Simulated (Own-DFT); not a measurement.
## Calculated data, Hf₃₆O₇₁ (tetragonal hafnia with one neutral oxygen vacancy, atoms displaced)

A calculation, not a measurement: plane-wave PBE and HSE06 DFT by an unreviewed code, no spin, of a simulated cell at Gamma alone, so results move with cell size and shape, stress positive in tension, energies less offsets, not probed for a lower state with spin; hafnium file: forces about 75 meV/angstrom off all-electron values; oxygen file: force components 24 meV/angstrom off all-electron in a glass; k mesh not checked against a denser one; forces and stress are PBE's, HSE06 gives the energy alone, and its difference from PBE has offsets of its own; offsets are fitted by least squares, one for each functional and potential file, so energies compare only between cells with the same atoms and settings and are not formation energies; the far tail of each file's local potential was reset to the Coulomb form; each entry is a single point on an unrelaxed cell, so the pressure reflects the starting lattice, taken from the Materials Project, from which strain is counted, and rises with the displacements; printed positions are rounded, which can move forces by about a meV/angstrom; the program is a retired in-house code; no spin-orbit coupling. Program: Own-DFT development build.

Common to all runs: first functional PBE; second functional HSE06; exact exchange share 0.25; screening 0.11 1/bohr; exchange divergence Gygi-Baldereschi; potential files PseudoDojo norm-conserving, scalar-relativistic, made for PBE, standard set; wave cutoff 48 hartree; occupations fixed; k mesh 1 x 1 x 1 centred on Gamma.

(1) 
```xyz
107
Lattice="10.7800 0.0000 0.0000 0.0000 10.7800 0.0000 0.0000 0.0000 10.4493" Properties=species:S:1:pos:R:3:force_x:R:1:force_y:R:1:force_z:R:1 formula=Hf36O71 PBE_energy_of_cell_above_offsets=-95.951 HSE06_less_PBE_above_offsets=0.152 PBE_pressure=2.41 PBE_stress_xx=0.08 PBE_stress_yy=-4.74 PBE_stress_zz=-2.56 PBE_stress_yz=0.79 PBE_stress_xz=0.22 PBE_stress_xy=0.01
Hf    10.7170    10.7669    10.3292      0.732     -0.527      2.862
Hf     1.7885     1.8010     2.6199     -0.359     -2.118      -1.84
O     10.7500     1.7691     1.6058      1.146     -0.108     -0.057
O      1.7346     0.0130     3.6276      0.456     -0.446      0.043
O      0.0287     1.7023     4.1486     -0.366      1.951     -0.012
O      1.8325     0.0098     1.0308     -1.003      0.417     -0.659
Hf    10.7699     0.0061     5.1487      1.056     -1.296       1.95
Hf     1.8138     1.7810     7.9066      0.619      1.975     -0.894
O      0.0878     1.8183     6.8096     -0.856     -0.759      0.324
O      1.8245     0.0014     8.8715      0.102     -0.308      0.331
O      0.0675     1.7586     9.5091      -0.63      0.836      -1.63
O      1.8596    10.7579     6.2148     -1.573      0.197      0.591
Hf     0.0213     3.6299     0.0342      -0.29       1.11     -0.124
Hf     1.7938     5.3595     2.6745     -0.968      1.654     -2.533
O     10.7217     5.4049     1.4795      0.851     -0.162      2.279
O      1.7185     3.5545     3.5450      0.748      0.369       1.51
O      0.0288     5.3410     4.1971     -0.234      0.663     -0.726
O      1.8459     3.6243     1.0151      0.107     -0.443      0.369
Hf     0.0046     3.5628     5.1341     -0.161     -0.345      2.174
Hf     1.7713     5.4186     7.8089      0.856     -0.073      0.161
O      0.0975     5.3748     6.8173      -2.78      0.102     -0.744
O      1.7646     3.6764     8.8313     -0.006     -1.701      0.326
O     10.7609     5.3614     9.4577     -0.004      0.595     -0.201
O      1.7813     3.6103     6.2633      0.527     -0.192     -1.929
Hf    10.7011     7.2444     0.0510      1.227      -1.85     -0.709
Hf     1.7464     8.9491     2.6860      0.744      0.041     -2.034
O     10.7115     8.9436     1.6246      0.674      0.585      0.026
O      1.7653     7.1214     3.6863      0.229       0.55     -0.373
O      0.1149     8.9494     4.2783     -0.369      0.514      -0.87
O      1.7444     7.1562     1.0497      0.645      0.147      0.011
Hf    10.7512     7.1783     5.1860      0.474     -0.622      1.938
Hf     1.8840     8.9632     7.9760     -0.786     -0.842     -1.952
O      0.0055     9.1206     6.8081       0.42     -0.561      0.592
O      1.7159     7.1798     8.8609      0.424      0.302      0.157
O     10.7487     8.9780     9.3987      0.354      0.566     -0.093
O      1.7581     7.1582     6.2295      0.642      0.815     -0.272
Hf     3.5979     0.0611    10.4202      0.243     -0.951      1.382
Hf     5.3388     1.7784     2.6405      2.195      -1.49      -0.36
O      3.6660     1.7619     1.6091     -1.883      0.602     -0.328
O      5.4348    10.7133     3.6109      0.087      1.416      0.353
O      3.5740     1.7505     4.2351      0.033      0.593     -1.263
O      5.4080     0.0888     1.0228      0.051     -0.665     -0.236
Hf     3.5460     0.0063     5.2679      0.188     -0.933     -0.583
Hf     5.4350     1.8632     7.7932      -0.97     -1.572     -0.162
O      3.5543     1.8493     6.7845      0.579     -0.046      0.222
O      5.4585    10.7263     8.8949     -0.801      1.694     -0.739
O      3.5736     1.8768     9.3833      0.031     -0.557      0.579
O      5.2854     0.0022     6.1878      2.201      0.171      0.469
Hf     3.6719     3.6037     0.0678     -1.952      0.438      -1.57
Hf     5.3197     5.3656     2.6964       0.64      1.053     -1.796
O      3.5832     5.4441     1.5718      0.684     -0.885      1.073
O      5.3684     3.5688     3.6380     -0.471      0.954      0.265
O      3.6115     5.4668     4.2366      0.026     -2.258     -1.433
O      5.4128     3.5137     1.0083     -0.373      0.627      0.825
Hf     3.5564     3.5378     5.1312     -0.054      0.998      3.243
Hf     5.3502     5.3209     7.8350      0.164      2.566     -0.973
O      3.5938     5.4084     6.8278     -0.288      0.036     -0.155
O      5.4154     3.5779     8.8190      0.727     -0.501      1.589
O      3.6182     5.4012     9.4116      0.397     -1.108      0.483
O      5.3652     3.6853     6.2667     -0.268     -0.883      -0.92
Hf     3.6595     7.1300    10.4242     -1.263     -0.029      1.063
Hf     5.4628     9.0237     2.6091     -2.327      0.042      -1.29
O      3.5448     9.0187     1.5585      1.078     -0.213      1.675
O      5.3740     7.2039     3.6098       0.79     -0.677       0.05
O      3.6796     8.9442     4.2020     -0.792      1.419     -0.645
O      5.3935     7.1221     1.0060       0.18      0.376      0.836
Hf     3.6075     7.2410     5.1394     -0.111     -0.489      3.349
Hf     5.3506     9.0304     7.7877      2.157     -1.619      0.709
O      3.6453     8.9955     6.7767     -1.646     -0.383      0.718
O      5.4360     7.1813     8.7981     -0.877      0.322      0.599
O      3.5229     8.8998     9.5929     -0.149      2.002      -2.46
O      5.4670     7.1568     6.2708     -1.595      0.795      -1.81
Hf     7.2443     0.0070    10.4301     -2.482      0.073     -0.888
Hf     9.0234     1.7543     2.5888     -1.149       1.53     -0.572
O      7.1683     1.7802     1.6681      0.241      0.415     -0.574
O      9.0333    10.7315     3.5428     -0.122      0.583      1.694
O      7.1380     1.8814     4.2099      0.292     -1.616      0.297
O      8.8814     0.0389     0.9928      2.667      0.102      0.376
Hf     7.2083    10.7685     5.1800     -1.243      1.152      1.068
Hf     9.0705     1.7242     7.8439     -1.018      1.416      -0.75
O      7.1352     1.7855     6.7850      1.298     -0.165      0.957
O      8.9824    10.7079     8.8930      0.062      1.253     -0.332
O      8.9653     0.0126     6.2694      0.062      0.618     -0.641
Hf     7.1021     3.5891    10.4238      2.867       0.42       0.07
Hf     9.0122     5.3953     2.7002     -0.018     -1.105     -2.283
O      7.2262     5.3748     1.5389     -0.862     -0.037      1.836
O      8.9855     3.6001     3.6925      0.384     -0.529     -0.151
O      7.2822     5.3651     4.3148     -0.529      1.687     -2.587
O      9.0638     3.6086     1.1151     -1.416     -0.684     -0.708
Hf     7.1507     3.6739     5.1763      0.821     -2.075      2.553
Hf     8.9716     5.2970     7.8281     -0.015      2.457     -0.698
O      7.0974     5.5054     6.7936      1.747     -1.624      0.569
O      8.9513     3.7028     8.8938     -0.074     -3.716      0.383
O      7.2175     5.4076     9.4359     -0.537     -0.449      0.394
O      9.0499     3.5301     6.2748     -0.878      0.321     -0.234
Hf     7.1690     7.1742     0.0948      0.593     -0.314     -2.376
Hf     8.9203     8.9668     2.6267      1.582     -0.655     -0.675
O      7.2515     9.0457     1.6513     -1.698     -0.601      -1.22
O      8.9962     7.2041     3.6373      0.124     -0.104       0.12
O      7.2079     9.0164     4.1331      0.035      -0.06      0.224
O      8.9914     7.2134     1.0491     -1.238      0.191      0.595
Hf     7.1402     7.2383     5.1064     -0.013      -0.57      3.326
Hf     9.0531     8.9570     7.8126     -1.096     -1.684     -0.111
O      7.1613     8.9735     6.8290      0.512      0.874     -0.706
O      9.0400     7.1523     8.8752      0.041      0.484      -0.64
O      7.1337     8.9638     9.4496      0.677      0.001      0.932
O      8.9153     7.1626     6.1732      1.116      0.525     -0.003
```

Units: PBE_energy_of_cell_above_offsets, HSE06_less_PBE_above_offsets in eV; PBE_pressure, PBE_stress_xx, PBE_stress_yy, PBE_stress_zz, PBE_stress_yz, PBE_stress_xz, PBE_stress_xy in GPa; force_x, force_y, force_z in eV/Å.

(2) 
```xyz
107
Lattice="10.7800 0.0000 0.0000 0.0000 10.7800 0.0000 0.0000 0.0000 10.4493" Properties=species:S:1:pos:R:3:force_x:R:1:force_y:R:1:force_z:R:1 formula=Hf36O71 PBE_energy_of_cell_above_offsets=-96.839 HSE06_less_PBE_above_offsets=0.077 PBE_pressure=2.08 PBE_stress_xx=-2.86 PBE_stress_yy=-1 PBE_stress_zz=-2.37 PBE_stress_yz=-0.5 PBE_stress_xz=-0.74 PBE_stress_xy=-0.12
Hf     0.0052    10.7611     0.0182      0.818     -0.288      -0.53
Hf     1.7578     1.7596     2.6118     -0.006      2.141     -0.798
O     10.7469     1.7647     1.5651      0.657     -0.566     -0.767
O      1.7869     0.0288     3.4959     -0.205     -1.214      2.228
O     10.7246     1.8014     4.0994      0.188     -0.134      1.186
O      1.8182    10.7043     1.0245      0.128      0.341     -0.692
Hf     0.0093    10.7513     5.1952     -0.348      0.974      0.286
Hf     1.8346     1.8313     7.8029     -1.211     -2.211     -0.125
O     10.7354     1.7303     6.7425      0.431      1.174      0.608
O      1.6784     0.0139     8.8177      0.573      -0.25      0.331
O     10.7320     1.7559     9.4160     -0.221      0.073     -0.651
O      1.8055     0.0596     6.3763     -0.173     -1.216     -2.459
Hf    10.7447     3.5426    10.2506      0.407      0.655      3.552
Hf     1.7303     5.3313     2.6269      1.951       0.89      0.281
O      0.0968     5.4292     1.5916     -2.485      0.505      -0.57
O      1.7809     3.5889     3.5920      0.042     -0.698      0.877
O     10.7590     5.3972     4.1754      0.546      -0.14      1.065
O      1.7804     3.7026     1.0380     -0.124     -0.895     -1.379
Hf     0.0014     3.5256     5.3359     -1.196      0.523     -2.327
Hf     1.7762     5.3707     7.8097      0.499      1.105      0.745
O     10.6965     5.4092     6.8635      1.259     -0.481     -0.614
O      1.8175     3.5208     8.8063     -0.556      1.193      0.442
O      0.0116     5.3340     9.3819      0.391      -0.19     -0.116
O      1.7933     3.5030     6.2098      0.293      0.414      0.702
Hf     0.0350     7.0955     0.0126     -1.428     -0.251     -1.354
Hf     1.7893     8.9651     2.5573      1.077     -0.666      0.913
O      0.0315     9.0621     1.6201     -0.519     -0.339     -1.001
O      1.7888     7.3163     3.7127     -0.137     -1.017     -1.125
O     10.7483     8.9796     4.1915     -0.258       0.48      0.728
O      1.6854     7.1590     0.9382      3.081      1.163      1.288
Hf    10.7136     7.2080     5.2677      0.952     -0.955     -1.431
Hf     1.8048     8.9613     7.7609     -0.565       0.29       1.17
O      1.7922     7.1789     8.8513      0.027     -0.105     -0.771
O      0.0626     8.9596     9.4480     -1.001      0.029      -0.41
O      1.8132     7.1581     6.2254     -1.587      0.318      1.088
Hf     3.6265    10.7671     0.0453     -1.518      0.122     -1.136
Hf     5.4279     1.8175     2.5855     -1.005      0.638      1.633
O      3.5551     1.8298     1.6411      0.285     -0.481     -0.559
O      5.4019    10.7198     3.5668     -0.182      1.902      0.345
O      3.5956     1.8472     4.2090      -0.14     -1.205      0.557
O      5.3132    10.7592     1.0339      1.482      0.271     -0.069
Hf     3.5524    10.7653     5.1944      0.828      0.495       -0.1
Hf     5.3480     1.7912     7.8578      0.529     -1.002     -0.925
O      3.6094     1.7655     6.9018     -0.026       0.36     -0.929
O      5.3307     0.0014     8.8521      0.821      0.503      0.371
O      3.5853     1.8109     9.4746      -0.03     -1.569     -0.482
O      5.3406    10.7291     6.1715      0.778      0.008      0.347
Hf     3.5919     3.5261    10.4173     -0.945      2.296      2.108
Hf     5.3645     5.4082     2.5390      0.451      0.727      1.983
O      3.6407     5.4407     1.5955     -1.586       0.27     -0.303
O      5.4307     3.6143     3.6343     -0.313     -0.276      0.026
O      3.5861     5.4645     4.1633      -0.64      -1.63      1.074
O      5.3261     3.6141     1.1258      1.033     -0.796     -1.913
Hf     3.5979     3.5983     5.2086      0.486      1.486     -1.431
Hf     5.4355     5.3400     7.7816     -1.314      1.348       0.01
O      3.5940     5.3957     6.8140      0.128     -0.347      0.186
O      5.3867     3.4988     8.8427      0.457      1.931      0.723
O      3.5477     5.3407     9.4343      0.339      0.247     -0.238
O      5.3762     3.5891     6.2116     -0.181      0.413      0.853
Hf     3.6462     7.2694    10.4263     -0.556       -2.1      0.083
Hf     5.3257     9.0363     2.5774      2.014     -2.639      1.979
O      3.6504     8.8985     1.5976     -2.334      0.203     -1.245
O      5.3532     7.1326     3.7532     -0.059       1.43     -2.259
O      3.5912     9.0646     4.1454     -0.305     -0.315      0.586
O      5.3592     7.2258     1.0294      1.364     -0.331     -0.252
Hf     3.5765     7.2200     5.2567      1.402     -0.344     -2.071
Hf     5.4138     9.0212     7.8071      0.067     -1.234      0.107
O      3.6355     8.9210     6.8312     -1.108       0.34     -0.372
O      5.3781     7.2111     8.8863       0.16     -1.314     -0.858
O      3.6715     9.0004     9.4141     -0.635      0.728      0.154
O      5.3892     7.2134     6.1450      0.219     -0.381      2.081
Hf     7.1500    10.7674     0.0376      0.382     -0.972     -0.335
Hf     8.9967     1.7720     2.5506      0.217      1.641      1.103
O      7.1708     1.7624     1.6128      0.282     -0.209     -1.446
O      8.9525    10.7760     3.5649      0.197     -0.233      0.703
O      7.0925     1.7744     4.1821      0.579     -0.169      0.533
O      8.9583    10.7077     1.0300     -0.035      0.345     -0.617
Hf     7.2370    10.7394     5.2044     -0.976     -0.166     -0.671
Hf     8.9301     1.7562     7.9037      0.198     -0.034     -1.803
O      7.1088     1.8508     6.8469      0.835     -0.321     -0.125
O      8.9681     0.0302     8.8612     -0.122     -1.508        0.6
O      7.2646     1.8420     9.3817     -0.571     -1.749      0.769
O      8.9961     0.0757     6.3308     -0.095     -1.282     -0.925
Hf     7.1307     3.5600    10.3702      0.669      0.709      2.856
Hf     8.9926     5.3965     2.5997     -0.039     -0.151      0.271
O      7.2067     5.3839     1.5620     -0.818      0.143     -0.095
O      8.9567     3.6779     3.5860     -0.312     -2.298       0.74
O      7.1811     5.4420     4.2080       0.17     -1.482       0.37
O      9.0343     3.6559     1.0825     -0.417      -0.76     -1.961
Hf     7.1840     3.5643     5.2378     -0.289      0.895     -1.955
Hf     8.9340     5.3080     7.8760      0.327      0.921     -0.718
O      7.2152     5.4225     6.7523     -0.734     -0.328      1.256
O      8.9264     3.5594     8.8596      0.706     -0.137      0.427
O      7.2935     5.3330     9.5007     -0.977      0.295     -1.543
O      8.9453     3.6283     6.2393      0.582      -0.45      0.451
Hf     7.2241     7.1360     0.0393     -1.277      0.361      0.101
Hf     9.0458     8.9742     2.4886     -2.128       -0.5      2.268
O      7.1800     8.9873     1.5784       0.06      0.241      -0.18
O      8.8889     7.1514     3.6821       1.04      1.291     -0.896
O      7.1935     8.9997     4.2122      0.219      0.109      0.433
O      8.9483     7.0941     1.0287      1.531      1.118      0.231
Hf     7.2641     7.1667     5.2609     -2.416      0.328     -2.372
Hf     9.0527     9.0061     7.8337     -0.379     -1.073      0.386
O      7.1995     8.8908     6.8465       0.83      1.015      0.386
O      9.0777     7.0451     8.8494     -0.552      2.203     -0.204
O      7.1965     8.9295     9.4694       0.29      1.081     -0.103
O      8.9598     7.2076     6.2188      1.749      0.724      1.633
```

Units: PBE_energy_of_cell_above_offsets, HSE06_less_PBE_above_offsets in eV; PBE_pressure, PBE_stress_xx, PBE_stress_yy, PBE_stress_zz, PBE_stress_yz, PBE_stress_xz, PBE_stress_xy in GPa; force_x, force_y, force_z in eV/Å.
